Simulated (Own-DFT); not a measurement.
# Computed records: GaN (wurtzite, strained, atoms displaced)

All values are calculated (Own-DFT development build). A calculation, not a measurement: plane-wave PBE density functional theory by an unreviewed code, no spin, of a simulated periodic cell, stress positive in tension, free energy of the whole cell less one offset for each atom, forces on such cells passed a denser k mesh, this cell's mesh not checked; offsets are fitted by least squares, one for each functional and potential file, so energies compare only between cells with the same atoms and settings and are not formation energies; the far tail of each file's local potential was reset to the Coulomb form; each entry is a single point on an unrelaxed cell, so the pressure reflects the starting lattice, mostly measured values (interpolated for alloys), from which strain is counted, and rises with the displacements; printed positions are rounded, which can move forces by about a meV/angstrom; the program, named Own-DFT, is a retired in-house code; no spin-orbit coupling.

Settings shared by all entries: functional PBE; potential files PseudoDojo norm-conserving, scalar-relativistic, standard set with the stringent files for Ga; wave cutoff 96 hartree; occupations Gaussian; smearing width 0.01 eV; k mesh 3 x 4 x 3 centred on Gamma.

(1) GaN (wurtzite, strained, atoms displaced)

```
CELL_PARAMETERS angstrom
12.75600 0.00000 0.00000
-4.78350 8.28530 0.00000
0.00000 0.00000 10.24040
ATOMIC_POSITIONS crystal
Ga 0.08372 0.21839 0.00564
Ga 0.17072 0.11528 0.24848
N 0.08630 0.22266 0.18937
N 0.16728 0.12194 0.43028
Ga 0.08536 0.22277 0.50024
Ga 0.16141 0.12071 0.74844
N 0.08729 0.21980 0.68715
N 0.16870 0.11557 0.94749
Ga 0.08260 0.56384 0.00581
Ga 0.16588 0.44579 0.24554
N 0.08403 0.55316 0.18811
N 0.16882 0.45431 0.43347
Ga 0.09486 0.56231 0.49504
Ga 0.17770 0.45633 0.75517
N 0.07913 0.55443 0.69094
N 0.16826 0.44625 0.94480
Ga 0.08082 0.88441 0.00407
Ga 0.16582 0.77309 0.24401
N 0.08726 0.88341 0.19693
N 0.17664 0.79250 0.43968
Ga 0.08921 0.88804 0.50048
Ga 0.16241 0.77559 0.74848
N 0.08176 0.88371 0.67569
N 0.16489 0.77353 0.93800
Ga 0.32794 0.22231 0.00224
Ga 0.41577 0.11845 0.24783
N 0.33587 0.22151 0.18782
N 0.42250 0.11547 0.43481
Ga 0.32826 0.21926 0.50197
Ga 0.41309 0.11621 0.74958
N 0.33031 0.22186 0.69524
N 0.41018 0.10520 0.93564
Ga 0.33061 0.56178 0.99751
Ga 0.41117 0.43571 0.25638
N 0.33811 0.55409 0.19491
N 0.40589 0.43069 0.43749
Ga 0.33929 0.55506 0.48560
Ga 0.41680 0.44709 0.75350
N 0.32551 0.55491 0.68707
N 0.41290 0.43988 0.92836
Ga 0.33142 0.88954 0.99842
Ga 0.41476 0.78184 0.25432
N 0.33684 0.88048 0.18998
N 0.41670 0.77644 0.43741
Ga 0.34062 0.88871 0.49492
Ga 0.41418 0.78410 0.74618
N 0.33315 0.89548 0.68798
N 0.41532 0.77184 0.94024
Ga 0.58967 0.21860 0.00124
Ga 0.67294 0.11841 0.24892
N 0.58159 0.21741 0.18611
N 0.67620 0.12449 0.43609
Ga 0.58461 0.22761 0.49130
Ga 0.67431 0.12490 0.74922
N 0.58191 0.22140 0.69262
N 0.67436 0.11421 0.92501
Ga 0.58666 0.55761 0.99704
Ga 0.66121 0.43644 0.25970
N 0.57886 0.55600 0.18729
N 0.66122 0.43635 0.44236
Ga 0.58523 0.55630 0.49665
Ga 0.65981 0.44661 0.75514
N 0.58297 0.56020 0.68897
N 0.66268 0.44457 0.93935
Ga 0.57887 0.88708 0.99409
Ga 0.67101 0.78941 0.24908
N 0.58351 0.88856 0.18276
N 0.67214 0.78088 0.44007
Ga 0.58784 0.88827 0.50875
Ga 0.67281 0.77297 0.75027
N 0.58305 0.88593 0.68380
N 0.66278 0.77815 0.93731
Ga 0.83174 0.22803 0.99692
Ga 0.92562 0.11244 0.25524
N 0.83220 0.22452 0.19455
N 0.92043 0.11926 0.44065
Ga 0.82913 0.21322 0.49690
Ga 0.91719 0.11456 0.74706
N 0.83592 0.22290 0.69097
N 0.90927 0.10416 0.94012
Ga 0.83398 0.55854 0.99756
Ga 0.92243 0.45164 0.24579
N 0.83639 0.55463 0.18365
N 0.91974 0.44544 0.44508
Ga 0.83825 0.56204 0.50539
Ga 0.91523 0.43899 0.75110
N 0.83671 0.55283 0.68135
N 0.92566 0.44435 0.93626
Ga 0.83112 0.89096 0.01163
Ga 0.91969 0.78096 0.25092
N 0.83923 0.89287 0.19595
N 0.91680 0.77712 0.43742
Ga 0.84918 0.89286 0.50795
Ga 0.91586 0.77647 0.74860
N 0.83196 0.88188 0.69345
N 0.91053 0.77636 0.93990
```

- free energy of cell above offsets: -3.838 eV
- pressure: 9.79 GPa
- stress xx: -8.95 GPa
- stress yy: -6.65 GPa
- stress zz: -13.75 GPa
- stress yz: 0.72 GPa
- stress xz: -0.14 GPa
- stress xy: 0.91 GPa

Force:
```csv
element,x (eV/Å),y (eV/Å),z (eV/Å)
Ga,-1.411,0.54,-1.196
Ga,0.099,-0.695,-0.465
N,-0.036,0.061,0.394
N,0.616,-1.421,1.343
Ga,-0.473,1.432,-0.298
Ga,3.152,-2.364,1.426
N,-2.962,1.697,-0.27
N,-0.944,-1.772,-1.321
Ga,1.239,-1.235,-1.292
Ga,1.179,0.031,0.247
N,-0.008,0.458,0.238
N,1.395,-1.45,0.035
Ga,-2.245,0.287,1.32
Ga,-3.008,-1.506,0.233
N,1.353,-0.015,-0.445
N,-0.935,-0.484,-0.131
Ga,-0.15,0.449,-0.381
Ga,1.404,0.479,1.48
N,-1.229,1.14,-1.198
N,0.189,-1.415,-1.061
Ga,-0.786,0.687,-2.189
Ga,0.487,0.16,-0.439
N,-0.675,1.04,3.419
N,-0.525,1.077,0.149
Ga,1.85,0.723,-0.852
Ga,1.411,-1.759,-0.034
N,-1.008,0.083,-0.14
N,-1.165,-0.439,0.362
Ga,0.837,-0.789,0.603
Ga,1.005,-0.566,0.016
N,-0.637,0.431,-1.272
N,0.693,0.903,1.131
Ga,1.685,-1.419,1.251
Ga,0.75,1.181,-1.726
N,-1.223,0.209,-0.838
N,1.944,1.136,0.868
Ga,-1.819,0.155,1.844
Ga,-0.682,0.234,-2.236
N,2.931,1.369,-1.401
N,0.106,0.601,3.242
Ga,0.623,-0.218,0.152
Ga,2.442,-1.013,-0.879
N,-2.499,1.672,-0.854
N,1.383,0.374,0.594
Ga,-0.874,1.033,0.923
Ga,0.754,-0.442,0.102
N,-0.194,-0.469,-0.285
N,-0.915,1.584,-1.097
Ga,-1.482,-0.043,-1.083
Ga,-0.832,-1.429,0.044
N,0.107,0.432,0.49
N,-1.892,-2.109,0.145
Ga,0.723,-1.901,2.258
Ga,-0.834,-1.571,-2.115
N,-0.324,0.659,-0.941
N,-1.263,-0.533,2.991
Ga,-1.755,-0.241,0.825
Ga,0.161,1.244,-2.29
N,0.924,-0.075,0.802
N,0.57,2.625,-0.137
Ga,-0.659,0.102,0.23
Ga,1.363,-0.616,-1.378
N,-0.085,-0.887,-0.688
N,1.419,-0.432,0.282
Ga,0.64,0.43,0.228
Ga,-0.279,-1.347,0.314
N,-0.262,0.865,0.648
N,0.217,0.089,0.049
Ga,-0.208,0.479,-2.65
Ga,-2.104,0.878,0.227
N,0.171,0.54,2.694
N,0.962,0.039,0.41
Ga,1.39,-0.608,1.06
Ga,-1.574,0.483,-0.502
N,1.816,0.36,-1.31
N,0.833,-1.256,0.49
Ga,1.04,2.43,0.867
Ga,0.569,-0.616,0.962
N,0.084,-0.282,-1.033
N,0.945,1.037,0.015
Ga,0.133,-0.858,-0.154
Ga,-0.89,-1.094,1.675
N,-0.934,0.306,0.984
N,0.097,0.414,-1.087
Ga,0.335,-1.269,-2.092
Ga,0.268,0.938,-0.828
N,-1.321,0.073,3.092
N,-1.995,0.307,0.525
Ga,-0.331,-0.248,-1.582
Ga,0.164,-1.124,-0.117
N,-0.27,0.005,-0.134
N,1.098,0.155,0.052
Ga,-2.246,0.216,-0.887
Ga,0.935,-0.468,0.245
N,0.613,1.516,-0.61
N,0.838,0.629,-0.058
```

(2) GaN (wurtzite, strained, atoms displaced)

```
CELL_PARAMETERS angstrom
12.75600 0.00000 0.00000
-4.78350 8.28530 0.00000
0.00000 0.00000 10.24040
ATOMIC_POSITIONS crystal
Ga 0.08497 0.22534 0.99648
Ga 0.16553 0.11857 0.24601
N 0.07969 0.23158 0.18181
N 0.17215 0.11281 0.44208
Ga 0.07705 0.21932 0.50036
Ga 0.16631 0.10974 0.74409
N 0.08354 0.21951 0.68283
N 0.16198 0.10807 0.94331
Ga 0.08479 0.56767 0.99735
Ga 0.16742 0.44515 0.26047
N 0.08619 0.56113 0.18750
N 0.16444 0.44596 0.43849
Ga 0.07868 0.55269 0.49607
Ga 0.17116 0.45048 0.75530
N 0.07788 0.55048 0.68970
N 0.16650 0.43826 0.93137
Ga 0.07481 0.88272 0.99100
Ga 0.16684 0.78472 0.25162
N 0.08548 0.88553 0.19827
N 0.15261 0.77571 0.43944
Ga 0.08817 0.89069 0.49903
Ga 0.16001 0.77364 0.75510
N 0.08247 0.88850 0.69084
N 0.16643 0.78514 0.93687
Ga 0.33205 0.21685 0.98855
Ga 0.41305 0.11116 0.25405
N 0.33021 0.21769 0.18722
N 0.41427 0.11594 0.43966
Ga 0.33381 0.21753 0.50236
Ga 0.41405 0.11497 0.75498
N 0.32543 0.21782 0.68650
N 0.41765 0.11535 0.93700
Ga 0.32357 0.55541 0.98672
Ga 0.41564 0.44805 0.24257
N 0.33212 0.55736 0.19920
N 0.41832 0.44709 0.44229
Ga 0.33095 0.55264 0.49752
Ga 0.41606 0.44429 0.76356
N 0.33577 0.55466 0.69948
N 0.41980 0.45007 0.92934
Ga 0.33953 0.89537 0.99483
Ga 0.41752 0.77933 0.24482
N 0.32996 0.88294 0.18948
N 0.41874 0.77776 0.44097
Ga 0.33552 0.89195 0.50309
Ga 0.41727 0.77319 0.75138
N 0.34413 0.88871 0.68992
N 0.41330 0.78497 0.93324
Ga 0.59276 0.22079 0.98927
Ga 0.66058 0.10832 0.24758
N 0.58340 0.21573 0.18720
N 0.66053 0.10740 0.44196
Ga 0.57699 0.21911 0.50648
Ga 0.66495 0.12067 0.75380
N 0.58647 0.23189 0.69305
N 0.67145 0.11681 0.93315
Ga 0.58558 0.55069 0.00527
Ga 0.66659 0.44820 0.26002
N 0.58519 0.56469 0.19540
N 0.66581 0.43828 0.44471
Ga 0.58718 0.55390 0.49819
Ga 0.66806 0.44322 0.75667
N 0.57812 0.54976 0.68686
N 0.66755 0.43292 0.93499
Ga 0.58047 0.88606 0.99771
Ga 0.66915 0.76551 0.24423
N 0.58585 0.90145 0.18285
N 0.66937 0.77526 0.43864
Ga 0.58081 0.88430 0.50222
Ga 0.66560 0.77630 0.74623
N 0.58439 0.89429 0.69210
N 0.66433 0.77816 0.93641
Ga 0.83307 0.21818 0.00461
Ga 0.91350 0.10498 0.24555
N 0.82866 0.22606 0.17943
N 0.91809 0.10579 0.43519
Ga 0.83306 0.21747 0.50102
Ga 0.91467 0.11192 0.75102
N 0.83306 0.22548 0.69306
N 0.91633 0.12223 0.94228
Ga 0.83296 0.55095 0.01157
Ga 0.91625 0.44370 0.25154
N 0.83415 0.56691 0.18796
N 0.90883 0.42857 0.43740
Ga 0.83737 0.56500 0.50151
Ga 0.91475 0.43746 0.75325
N 0.84084 0.56208 0.68314
N 0.91778 0.44338 0.94033
Ga 0.83475 0.88189 0.99521
Ga 0.91863 0.78474 0.24967
N 0.83693 0.89308 0.18587
N 0.92510 0.77545 0.44161
Ga 0.83905 0.89321 0.49452
Ga 0.90808 0.76678 0.74836
N 0.83122 0.89184 0.68705
N 0.91702 0.77937 0.93543
```

- stress yy: ?

## Withheld values
1. GaN (wurtzite, strained, atoms displaced) (entry 2): stress yy?
2. Give the table of force values for GaN (wurtzite, strained, atoms displaced) (entry 2).

Calculated values
1. -8.31 GPa
2. 
Force:
```csv
element,x (eV/Å),y (eV/Å),z (eV/Å)
Ga,-0.656,-0.519,0.134
Ga,0.003,-0.648,0.467
N,0.788,-0.657,1.259
N,-1.556,0.159,-0.918
Ga,1.687,0.395,-0.434
Ga,-1.144,-0.477,0.79
N,-0.734,0.577,1.467
N,0.477,0.117,-1.091
Ga,0.453,-1.334,0.684
Ga,-0.768,0.328,-2.466
N,-0.19,-0.373,0.307
N,0.059,-0.418,1.626
Ga,-0.363,0.19,0.702
Ga,-0.821,-0.955,-2.968
N,0.892,0.479,-0.12
N,-1.541,0.808,1.839
Ga,1.311,1.306,1.926
Ga,1.037,-1.289,0.141
N,-2.007,1.58,-2.206
N,3.963,-0.998,-0.229
Ga,-1.579,1.378,1.199
Ga,0.938,0.281,-1.935
N,-0.308,-0.4,-0.015
N,0.781,-0.062,0.742
Ga,-0.911,0.759,1.719
Ga,0.734,-0.213,-1.243
N,0.188,1.136,-0.803
N,1.112,-1.082,0.182
Ga,-1.113,1.785,-0.326
Ga,0.444,-0.562,-1.702
N,1.628,0.851,1.178
N,0.992,-0.111,0.535
Ga,1.96,0.783,2.041
Ga,0.021,-1.001,1.459
N,-0.06,-0.174,-2.248
N,0.119,-0.566,-0.85
Ga,0.573,0.263,0.928
Ga,0.404,-0.373,-6.177
N,-0.366,-0.222,-1.523
N,-0.051,-0.388,6.203
Ga,-1.7,0.085,1.231
Ga,0.266,0.376,0.887
N,0.104,1.12,-0.415
N,-0.937,-0.229,-0.586
Ga,-0.368,-0.785,-0.354
Ga,0.542,0.711,-1.142
N,-2.369,0.538,0.167
N,1.294,-1.141,1.247
Ga,-1.998,-0.608,2.358
Ga,1.148,0.946,1.26
N,-1.793,1.718,-0.426
N,0.584,0.106,-0.198
Ga,1.047,-0.061,-0.464
Ga,1.06,-1.189,-1.721
N,-0.875,-1.043,-0.161
N,0.572,-1.541,1.012
Ga,-0.277,0.296,-1.048
Ga,0.572,-1.238,-1.135
N,0.314,-3.75,-1.8
N,0.365,0.66,-0.237
Ga,-1.109,0.019,0.554
Ga,-0.265,1.566,-2.326
N,0.829,0.348,0.747
N,-0.473,2.279,1.895
Ga,0.163,0.64,-0.377
Ga,-1.176,4.665,1.617
N,0.713,-2.634,0.258
N,0.044,0.383,-0.51
Ga,0.619,0.432,-0.03
Ga,-0.432,-0.082,-0.224
N,0.275,-0.187,0.011
N,0.804,-0.731,0.592
Ga,-0.627,0.969,-1.655
Ga,-0.668,1.863,-0.196
N,0.497,-0.467,3.17
N,-0.931,0.703,-0.446
Ga,-0.942,-0.862,0.185
Ga,0.411,0.167,0.146
N,-0.058,-0.968,-0.89
N,1.723,-2.016,-0.86
Ga,0.233,0.023,-2.491
Ga,0.117,0.161,-0.739
N,-0.085,-1.016,1.955
N,-0.01,1.757,0.092
Ga,0.326,-1.942,-0.698
Ga,-0.251,1.127,-0.174
N,-0.736,-1.981,1.292
N,-0.438,0.47,0.373
Ga,-1.489,1.583,0.029
Ga,0.909,-0.078,0.619
N,-0.291,-1.1,-0.324
N,-1.901,0.936,-0.877
Ga,-0.143,-1.476,0.811
Ga,0.429,2.228,-0.386
N,0.644,-0.38,0.037
N,-0.657,-1.721,0.066
```

Further results for GaN (wurtzite, strained, atoms displaced) (entry 2):

* free energy of cell above offsets: -3.522 eV
* pressure: 9.92 GPa
* stress xx: -7.34 GPa
* stress zz: -14.1 GPa
* stress yz: -0.76 GPa
* stress xz: 0.18 GPa
* stress xy: 0.68 GPa
